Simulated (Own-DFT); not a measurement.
# Computed records: GaN (wurtzite, strained, atoms displaced), GaP (zincblende, atoms displaced), GaP (zincblende, strained, atoms displaced)

A calculation, not a measurement: plane-wave PBE density functional theory by an unreviewed code, no spin, of a simulated periodic cell, stress positive in tension, free energy of the whole cell less one offset for each atom, forces on such cells passed a denser k mesh, this cell's mesh not checked; offsets are fitted by least squares, one for each functional and potential file, so energies compare only between cells with the same atoms and settings and are not formation energies; the far tail of each file's local potential was reset to the Coulomb form; each entry is a single point on an unrelaxed cell, so the pressure reflects the starting lattice, mostly measured values (interpolated for alloys), from which strain is counted, and rises with the displacements; printed positions are rounded, which can move forces by about a meV/angstrom; the program, named Own-DFT, is a retired in-house code; no spin-orbit coupling. Program: Own-DFT development build.

Common to all runs: functional PBE.

(1) GaN (wurtzite, strained, atoms displaced)

```
cell vectors (Å)
  12.7560     0.0000     0.0000
  -4.7835     8.2853     0.0000
   0.0000     0.0000    10.6292
atoms (fractions of the cell vectors)
Ga  0.08214  0.22078  0.99960
Ga  0.16240  0.10284  0.25008
N   0.07833  0.22207  0.18934
N   0.16674  0.11070  0.44357
Ga  0.08826  0.21438  0.49845
Ga  0.17530  0.11495  0.75156
N   0.07729  0.21670  0.68618
N   0.17192  0.11028  0.93587
Ga  0.08347  0.54761  0.99349
Ga  0.15737  0.43339  0.25578
N   0.08429  0.55229  0.19172
N   0.16968  0.44154  0.43411
Ga  0.08562  0.55802  0.50200
Ga  0.16276  0.44449  0.75060
N   0.07694  0.55434  0.69170
N   0.17369  0.45158  0.94270
Ga  0.08490  0.89260  0.00199
Ga  0.16188  0.77895  0.24468
N   0.08352  0.88459  0.18821
N   0.16591  0.76963  0.43714
Ga  0.06843  0.87730  0.49848
Ga  0.17093  0.77644  0.74564
N   0.08556  0.88400  0.69429
N   0.16357  0.76864  0.94606
Ga  0.32177  0.21137  0.00540
Ga  0.41250  0.10374  0.25358
N   0.33560  0.22108  0.18817
N   0.41720  0.10898  0.44087
Ga  0.33323  0.23050  0.50135
Ga  0.42254  0.11868  0.74752
N   0.33793  0.22960  0.68868
N   0.40783  0.10508  0.94409
Ga  0.33830  0.56330  0.00321
Ga  0.42323  0.45728  0.25402
N   0.34130  0.56951  0.18905
N   0.41503  0.44165  0.43395
Ga  0.33393  0.56172  0.49849
Ga  0.42382  0.44418  0.75682
N   0.33406  0.55492  0.68580
N   0.41788  0.45274  0.92948
Ga  0.33626  0.88847  0.99731
Ga  0.41713  0.78014  0.25685
N   0.32853  0.87885  0.18416
N   0.42025  0.77915  0.43030
Ga  0.32777  0.88903  0.49604
Ga  0.41651  0.77467  0.75734
N   0.33319  0.88091  0.69103
N   0.41374  0.77250  0.93712
Ga  0.58623  0.21603  0.99366
Ga  0.66587  0.11454  0.25024
N   0.58245  0.22140  0.18628
N   0.66917  0.11627  0.44540
Ga  0.58612  0.21845  0.50030
Ga  0.66552  0.11814  0.75947
N   0.58228  0.21417  0.68082
N   0.66889  0.10935  0.94613
Ga  0.58690  0.55642  0.99607
Ga  0.66073  0.44592  0.25246
N   0.58498  0.55976  0.19358
N   0.66455  0.43114  0.44176
Ga  0.58506  0.55303  0.49717
Ga  0.66074  0.43528  0.75069
N   0.58501  0.55812  0.69360
N   0.66430  0.44056  0.94750
Ga  0.58445  0.89864  0.00157
Ga  0.66568  0.77332  0.25036
N   0.58902  0.89596  0.18657
N   0.66673  0.78379  0.44282
Ga  0.58299  0.89351  0.49919
Ga  0.66424  0.78228  0.74742
N   0.57918  0.88336  0.68841
N   0.67651  0.78674  0.93740
Ga  0.83344  0.21936  0.99804
Ga  0.92248  0.11986  0.24820
N   0.82272  0.21670  0.18845
N   0.92111  0.11186  0.44462
Ga  0.83028  0.21879  0.50413
Ga  0.91783  0.12083  0.74977
N   0.82475  0.21153  0.68519
N   0.91208  0.10271  0.93854
Ga  0.82041  0.53912  0.99126
Ga  0.91291  0.44255  0.24931
N   0.82906  0.55209  0.18318
N   0.91043  0.44949  0.43377
Ga  0.83617  0.56092  0.49835
Ga  0.92169  0.45116  0.75580
N   0.83486  0.56248  0.68011
N   0.91758  0.44921  0.94285
Ga  0.83199  0.88711  0.00253
Ga  0.91172  0.77574  0.24539
N   0.83625  0.88518  0.19639
N   0.92108  0.78618  0.43660
Ga  0.83794  0.89413  0.49500
Ga  0.91118  0.77045  0.74989
N   0.83558  0.88515  0.68682
N   0.91715  0.78522  0.93531
```

| Property | Result |
| --- | --- |
| potential files | PseudoDojo norm-conserving, scalar-relativistic, standard set with the stringent files for Ga |
| wave cutoff | 96 hartree |
| occupations | Gaussian |
| smearing width | 0.01 eV |
| k mesh | 3 x 4 x 3 centred on Gamma |
| free energy of cell above offsets | -4.815 eV |
| pressure | 2.61 GPa |
| stress xx | -6.32 GPa |
| stress yy | -4.66 GPa |
| stress zz | 3.13 GPa |
| stress yz | 0.2 GPa |
| stress xz | -0.31 GPa |
| stress xy | -0.26 GPa |

Force:
| element | x (eV/Å) | y (eV/Å) | z (eV/Å) |
| --- | --- | --- | --- |
| Ga | 0.148 | 0.225 | -0.238 |
| Ga | 0.478 | 1.089 | 0.52 |
| N | 1.908 | -0.386 | -1.048 |
| N | 1.212 | -1.361 | -1.246 |
| Ga | -1.894 | 1.451 | 1.005 |
| Ga | -1.285 | -0.881 | -0.53 |
| N | 1.378 | 0.94 | 0.447 |
| N | -2.276 | -0.233 | -0.032 |
| Ga | -0.384 | 1.107 | 2.029 |
| Ga | 1.021 | 2.085 | -0.736 |
| N | -0.877 | -0.337 | -0.728 |
| N | -0.683 | -0.13 | 1.246 |
| Ga | -0.462 | -1.417 | -0.48 |
| Ga | 1.297 | -0.216 | -0.207 |
| N | 1.535 | 0.015 | -0.888 |
| N | -0.178 | -1.67 | -0.984 |
| Ga | 0.056 | -1.546 | -0.727 |
| Ga | 1.852 | -1.469 | 0.673 |
| N | -1.553 | 0.767 | -0.356 |
| N | -1.196 | 1.029 | -0.376 |
| Ga | 4.008 | 1.9 | 1.872 |
| Ga | -0.773 | 0.251 | 1.472 |
| N | -0.683 | 0.578 | -0.976 |
| N | 0.022 | 1.059 | -1.16 |
| Ga | 2.216 | 2.154 | 0.423 |
| Ga | 0.486 | 0.153 | -0.619 |
| N | -1.083 | 0.342 | 0.469 |
| N | -0.492 | 0.452 | -0.123 |
| Ga | 0.821 | -1.047 | 0.007 |
| Ga | -1.044 | -1.732 | 0.589 |
| N | 0.361 | -0.494 | -0.387 |
| N | 1.537 | 1.22 | -1.504 |
| Ga | 0.341 | -0.849 | 0.694 |
| Ga | -1.073 | -1.261 | -0.828 |
| N | -0.321 | -1.986 | -0.182 |
| N | 0.221 | 1.027 | 0.74 |
| Ga | 0.518 | -0.363 | 0.417 |
| Ga | -1.529 | 0.656 | -1.568 |
| N | -0.289 | -0.332 | 0.164 |
| N | 0.625 | -0.841 | 2.617 |
| Ga | -1 | -0.997 | 0.702 |
| Ga | 0.139 | 0.564 | -1.882 |
| N | 0.085 | 1.049 | 0.548 |
| N | -0.694 | 0.372 | 1.963 |
| Ga | 1.068 | -0.215 | 0.838 |
| Ga | 0.069 | -0.401 | -1.183 |
| N | 0.093 | 1.314 | -0.787 |
| N | 0.76 | 1.649 | 0.242 |
| Ga | -2.352 | 0.072 | 2.118 |
| Ga | -0.646 | -0.509 | 0.812 |
| N | -0.551 | 0.027 | 0.026 |
| N | 0.274 | -1.067 | -1.49 |
| Ga | -1.038 | -0.362 | -0.299 |
| Ga | 0.911 | -1.728 | -1.077 |
| N | -0.228 | 0.99 | 1.601 |
| N | -0.279 | 0.926 | -1.948 |
| Ga | -1.532 | 0.768 | 0.622 |
| Ga | 1.506 | -0.981 | -0.053 |
| N | -0.01 | -0.4 | -1.371 |
| N | -0.574 | 2.138 | -0.658 |
| Ga | -0.266 | 0.289 | 0.749 |
| Ga | 0.501 | 1.286 | -0.571 |
| N | 0.544 | -0.527 | -0.9 |
| N | -1.154 | -1.42 | -2.457 |
| Ga | 0.685 | -2.606 | 0.605 |
| Ga | -0.28 | 1.761 | 0.602 |
| N | -0.415 | -0.734 | 0.296 |
| N | 0.667 | -0.877 | -0.78 |
| Ga | 0.066 | -0.295 | 0.666 |
| Ga | 1.552 | 0.124 | 0.289 |
| N | -0.42 | 1.272 | 0.156 |
| N | -2.069 | -1.141 | -0.066 |
| Ga | 0.565 | 0.526 | 1.121 |
| Ga | -2.151 | -1.609 | 1.143 |
| N | 2.288 | 0.879 | -0.557 |
| N | -0.695 | 0.986 | -1.341 |
| Ga | 0.821 | 0.927 | -0.618 |
| Ga | 0.224 | -2.203 | -0.073 |
| N | 0.093 | 1.618 | 1.259 |
| N | 0.351 | 1.675 | -0.105 |
| Ga | 2.201 | 3.257 | 1.988 |
| Ga | 0.103 | 0.273 | -0.273 |
| N | -0.229 | 0.137 | 0.183 |
| N | 1.872 | -0.846 | 0.606 |
| Ga | -0.772 | -0.323 | -0.074 |
| Ga | -1.818 | -1.016 | -0.625 |
| N | 0.035 | -1.995 | 1.319 |
| N | 0.001 | -1.443 | -1.068 |
| Ga | 0.888 | -0.064 | 0.572 |
| Ga | 1.652 | -1.069 | 0.412 |
| N | -1.664 | 1.443 | -1.225 |
| N | -2.233 | -2.098 | -1.532 |
| Ga | -0.912 | -0.563 | 1.381 |
| Ga | 0.487 | 1.667 | 0.564 |
| N | -1.009 | 0.87 | -0.359 |
| N | 0.526 | -1.317 | 0.526 |

(2) GaP (zincblende, atoms displaced)

```
cell vectors (Å)
  10.9010     0.0000     0.0000
   0.0000    10.9010     0.0000
   0.0000     0.0000    10.9010
atoms (fractions of the cell vectors)
Ga  0.01878  0.99765  0.01024
Ga  0.01316  0.24370  0.23963
Ga  0.25958  0.99914  0.25015
Ga  0.24330  0.25429  0.99573
P   0.12474  0.12745  0.11059
P   0.12236  0.37060  0.36309
P   0.36574  0.13934  0.38413
P   0.35809  0.36462  0.12014
Ga  0.01355  0.99226  0.50575
Ga  0.01240  0.25616  0.74282
Ga  0.25536  0.00606  0.75669
Ga  0.25608  0.25331  0.50625
P   0.12659  0.11536  0.63517
P   0.12169  0.38702  0.88249
P   0.37012  0.14073  0.86945
P   0.36981  0.37174  0.62099
Ga  0.99817  0.50228  0.00761
Ga  0.99500  0.73329  0.26500
Ga  0.25984  0.51403  0.25455
Ga  0.24361  0.75095  0.99605
P   0.13413  0.62618  0.13587
P   0.12964  0.88767  0.38365
P   0.37817  0.62548  0.37293
P   0.37847  0.86592  0.11532
Ga  0.98740  0.49406  0.48188
Ga  0.99336  0.73477  0.76207
Ga  0.23694  0.50083  0.75735
Ga  0.25766  0.75402  0.50192
P   0.12571  0.63860  0.63999
P   0.12171  0.87201  0.87303
P   0.36462  0.62625  0.87937
P   0.36148  0.86647  0.60716
Ga  0.50814  0.00118  0.00854
Ga  0.50230  0.25161  0.24657
Ga  0.75121  0.99595  0.24793
Ga  0.75771  0.26195  0.99716
P   0.63880  0.13884  0.12946
P   0.60497  0.37547  0.39796
P   0.88638  0.12921  0.38490
P   0.87884  0.37263  0.13089
Ga  0.49295  0.01575  0.49198
Ga  0.51911  0.25135  0.76446
Ga  0.74926  0.99163  0.75888
Ga  0.74208  0.26333  0.50056
P   0.64346  0.12335  0.62780
P   0.61333  0.35483  0.87753
P   0.87655  0.12311  0.89208
P   0.86764  0.38106  0.60989
Ga  0.51191  0.48881  0.00956
Ga  0.50416  0.73546  0.24488
Ga  0.74177  0.51638  0.24161
Ga  0.75324  0.75165  0.00917
P   0.62956  0.63267  0.13368
P   0.64090  0.86486  0.37036
P   0.86790  0.63078  0.37907
P   0.86012  0.87825  0.13504
Ga  0.50352  0.50222  0.48622
Ga  0.50732  0.75886  0.73246
Ga  0.75171  0.51685  0.72951
Ga  0.76253  0.74906  0.50531
P   0.63041  0.61766  0.62713
P   0.61852  0.87805  0.86316
P   0.87854  0.61851  0.89155
P   0.87292  0.88580  0.62702
```

| Property | Result |
| --- | --- |
| potential files | PseudoDojo norm-conserving, scalar-relativistic, standard set |
| wave cutoff | 42 hartree |
| occupations | Fermi-Dirac |
| smearing width | 0.1 eV |
| hardware | one NVIDIA H100 |
| k mesh | 3 x 3 x 3 centred on Gamma |
| free energy of cell above offsets | -23.904 eV |
| pressure | 5.46 GPa |
| stress xx | -5.51 GPa |
| stress yy | -5.59 GPa |
| stress zz | -5.28 GPa |
| stress yz | -1.88 GPa |
| stress xz | -0.43 GPa |
| stress xy | 0.44 GPa |
| wall time | 572.7 s |

Force:
| element | x (eV/Å) | y (eV/Å) | z (eV/Å) |
| --- | --- | --- | --- |
| Ga | -2.729 | -1.576 | -1.231 |
| Ga | -1.358 | -0.264 | 0.905 |
| Ga | -0.151 | 0.38 | -0.366 |
| Ga | -0.279 | -0.336 | -1.068 |
| P | 1.983 | 0.05 | 2.026 |
| P | 1.129 | 0.933 | 1.046 |
| P | 1.171 | -1.171 | -2.442 |
| P | 2.13 | 1.719 | 1.578 |
| Ga | -1.679 | 1.514 | 0.745 |
| Ga | -1.475 | -0.047 | 0.872 |
| Ga | 0.024 | -1.259 | -0.163 |
| Ga | -2.58 | 0.059 | 0.206 |
| P | 0.359 | 1.199 | -0.938 |
| P | -0.702 | -1.147 | -0.386 |
| P | 0.996 | -1.306 | 0.865 |
| P | 1.379 | 1.722 | 1.777 |
| Ga | 0.822 | -0.456 | 1.28 |
| Ga | 1.294 | 2.401 | -1.299 |
| Ga | -0.86 | -2.504 | -0.538 |
| Ga | -0.055 | -0.048 | 0.18 |
| P | -1.365 | 0.577 | -0.782 |
| P | 0.525 | -2.358 | -1.892 |
| P | 0.312 | 0.915 | 0.924 |
| P | 0.206 | 0.607 | 1.163 |
| Ga | 1.504 | 0.305 | 0.681 |
| Ga | -0.418 | 1.967 | -0.448 |
| Ga | 1.512 | 0.281 | -0.923 |
| Ga | -3.128 | -2.576 | -2.24 |
| P | -0.057 | -1.525 | -2.291 |
| P | 0.113 | 0.35 | 0.045 |
| P | 2.018 | -0.464 | -0.526 |
| P | 3.854 | 3.898 | 3.443 |
| Ga | -0.385 | 0.908 | -0.63 |
| Ga | -0.91 | 0.223 | 0.45 |
| Ga | -0.412 | 2.163 | 1.808 |
| Ga | 0.146 | -0.606 | 0.149 |
| P | -0.658 | -1.038 | -0.038 |
| P | 2.912 | -2.167 | -4.736 |
| P | -0.596 | -0.162 | -0.807 |
| P | -0.604 | 1.026 | 0.263 |
| Ga | 1.262 | -1.451 | 0.768 |
| Ga | -3.782 | -3.552 | -5.193 |
| Ga | 1.19 | 1.615 | -0.046 |
| Ga | 0.753 | -1.794 | -0.349 |
| P | -1.687 | 0.118 | 0.002 |
| P | 4.237 | 5.356 | 3.069 |
| P | 0.669 | -0.17 | -1.475 |
| P | 1.192 | -0.039 | 1.897 |
| Ga | -1.576 | 0.567 | -0.435 |
| Ga | -1.022 | 2.511 | 1.265 |
| Ga | 1.689 | -2.745 | 2.211 |
| Ga | -0.419 | 0.487 | -1.3 |
| P | -0.799 | -0.871 | -3.158 |
| P | -2.089 | 0.544 | 0.512 |
| P | -0.351 | -1.678 | -0.212 |
| P | 3.446 | -1.222 | -1.313 |
| Ga | -2.839 | 2.267 | 3.542 |
| Ga | -1.628 | -0.797 | 0.451 |
| Ga | 2.35 | -2.902 | 3.399 |
| Ga | -1.041 | 0.951 | 0.885 |
| P | -2.639 | 2.651 | -2.544 |
| P | 0.038 | -0.83 | 1.949 |
| P | -1.808 | 0.457 | -1.109 |
| P | 0.866 | -1.66 | 0.524 |

(3) GaP (zincblende, strained, atoms displaced)

```
cell vectors (Å)
  10.8620     0.0000     0.0000
   0.0000    10.8620     0.0000
   0.0000     0.0000    10.9439
atoms (fractions of the cell vectors)
Ga  0.00959  0.99951  0.99093
Ga  0.99845  0.25568  0.24899
Ga  0.26203  0.99761  0.25712
Ga  0.25408  0.24566  0.01853
P   0.12038  0.13317  0.12125
P   0.12993  0.37756  0.37467
P   0.37064  0.10876  0.38594
P   0.36935  0.37389  0.12729
Ga  0.00168  0.99221  0.50255
Ga  0.99256  0.25806  0.75121
Ga  0.25539  0.01101  0.75221
Ga  0.24885  0.24726  0.51493
P   0.11971  0.11630  0.63297
P   0.12912  0.37024  0.87592
P   0.38929  0.11897  0.87135
P   0.37865  0.37831  0.62974
Ga  0.99951  0.51216  0.01126
Ga  0.00877  0.75978  0.25822
Ga  0.25159  0.49195  0.25642
Ga  0.24403  0.75164  0.00714
P   0.12036  0.62982  0.10940
P   0.12049  0.85744  0.38353
P   0.36764  0.63332  0.37952
P   0.37373  0.87954  0.12062
Ga  0.99173  0.49767  0.50325
Ga  0.99392  0.74867  0.75447
Ga  0.23699  0.49124  0.75352
Ga  0.25191  0.75063  0.48676
P   0.12493  0.62984  0.62676
P   0.13088  0.87535  0.87549
P   0.38752  0.61813  0.88160
P   0.38526  0.88102  0.63672
Ga  0.50954  0.99655  0.00366
Ga  0.50310  0.26277  0.24950
Ga  0.75375  0.99856  0.25422
Ga  0.75226  0.23860  0.00559
P   0.61833  0.13196  0.14403
P   0.62615  0.37429  0.37711
P   0.87272  0.13139  0.38252
P   0.87264  0.37171  0.12994
Ga  0.50786  0.98466  0.50109
Ga  0.50926  0.26292  0.76647
Ga  0.75632  0.00149  0.76321
Ga  0.75145  0.24927  0.49200
P   0.62036  0.12119  0.61819
P   0.62023  0.37631  0.86997
P   0.87790  0.12132  0.87271
P   0.87445  0.37007  0.61256
Ga  0.51129  0.49975  0.00589
Ga  0.50208  0.74939  0.25516
Ga  0.75079  0.49543  0.25199
Ga  0.74844  0.74785  0.99418
P   0.61690  0.62702  0.11728
P   0.62463  0.88034  0.36898
P   0.87758  0.61532  0.37826
P   0.88840  0.87462  0.12404
Ga  0.49290  0.49030  0.51103
Ga  0.50576  0.75460  0.75607
Ga  0.74509  0.51102  0.73696
Ga  0.75734  0.74994  0.50290
P   0.62454  0.61831  0.64085
P   0.61347  0.87596  0.87288
P   0.88092  0.62349  0.86626
P   0.87058  0.87153  0.62414
```

| Item | Value |
| --- | --- |
| potential files | PseudoDojo norm-conserving, scalar-relativistic, standard set |
| wave cutoff | 42 hartree |
| occupations | Fermi-Dirac |
| smearing width | 0.1 eV |
| hardware | one NVIDIA H100 |
| k mesh | 3 x 3 x 3 centred on Gamma |
| free energy of cell above offsets | -28.351 eV |
| pressure | 4.76 GPa |
| stress xx | -5.12 GPa |
| stress yy | -4.97 GPa |
| stress zz | -4.19 GPa |
| stress yz | -0.77 GPa |
| stress xz | -0.83 GPa |
| stress xy | -1.08 GPa |
| wall time | 563.6 s |

Force:
| element | x (eV/Å) | y (eV/Å) | z (eV/Å) |
| --- | --- | --- | --- |
| Ga | -0.216 | 0.259 | 0.73 |
| Ga | 0.427 | -0.494 | 0.757 |
| Ga | -1.824 | -0.309 | -0.858 |
| Ga | 0.314 | -0.323 | -2.514 |
| P | -0.129 | -1.618 | 1.33 |
| P | -0.903 | -0.851 | 1.137 |
| P | 1.054 | 2.031 | 0.465 |
| P | 1.442 | 0.993 | 0.186 |
| Ga | -0.399 | 0.43 | -0.069 |
| Ga | 0.525 | -0.45 | -0.126 |
| Ga | 0.001 | -0.97 | 0.198 |
| Ga | 0.111 | -0.317 | -0.764 |
| P | -0.254 | 1.032 | -0.294 |
| P | -1.039 | -0.395 | 1.468 |
| P | -0.61 | 1.219 | 1.398 |
| P | -1.374 | -1.412 | 1.226 |
| Ga | -1.306 | -2.304 | -1.919 |
| Ga | -1.657 | -2.456 | -1.859 |
| Ga | -0.097 | 1.572 | -0.814 |
| Ga | 1.725 | 0.112 | -1.437 |
| P | 1.024 | 0.273 | 3.741 |
| P | 0.863 | 3.466 | -0.148 |
| P | 2.043 | -2.204 | -1.183 |
| P | 0.271 | -0.7 | 0.718 |
| Ga | 1.918 | 0.355 | -0.044 |
| Ga | 1.321 | 0.973 | -0.96 |
| Ga | 1.46 | 1.547 | -0.512 |
| Ga | 0.149 | 0.33 | 3.659 |
| P | -0.059 | -0.444 | -0.223 |
| P | 0.11 | -0.139 | -0.913 |
| P | -1.681 | 0.635 | -0.458 |
| P | -1.235 | -1.044 | -1.135 |
| Ga | -0.613 | 0.984 | 0.623 |
| Ga | -1.548 | -0.617 | 1.155 |
| Ga | 0.68 | 0.53 | -0.561 |
| Ga | -0.607 | 0.544 | -0.292 |
| P | 1.164 | -1.389 | -1.797 |
| P | -0.504 | 0.827 | 0.304 |
| P | 1.557 | -1.497 | -1.3 |
| P | 0 | 0.69 | -1.024 |
| Ga | -0.733 | 1.054 | 0.378 |
| Ga | -2.126 | -2.779 | -3.045 |
| Ga | -1.548 | -0.57 | -1.882 |
| Ga | -1.309 | -0.286 | 1.3 |
| P | 1.001 | 0.887 | 1.168 |
| P | 3.538 | 1.672 | 2.476 |
| P | 0.33 | 0.85 | 0.949 |
| P | -0.813 | 0.302 | 1.539 |
| Ga | -1.574 | -1.194 | -0.804 |
| Ga | -0.637 | 0.182 | -0.737 |
| Ga | -0.561 | 0.805 | -0.337 |
| Ga | 0.396 | 0.337 | -0.014 |
| P | 1.881 | 0.471 | 1.975 |
| P | 0.963 | -1.659 | 0.473 |
| P | -0.427 | 1.39 | -0.905 |
| P | -1.282 | 0.296 | -0.115 |
| Ga | 1.105 | 1.671 | -1.313 |
| Ga | -1.386 | -1.555 | -0.442 |
| Ga | 2.825 | -3.071 | 2.341 |
| Ga | -1.29 | -0.893 | -0.658 |
| P | -2.307 | 2.806 | -3.582 |
| P | 2.746 | 0.493 | 1.003 |
| P | -1.39 | -0.822 | 1.26 |
| P | 0.489 | 0.742 | 1.083 |
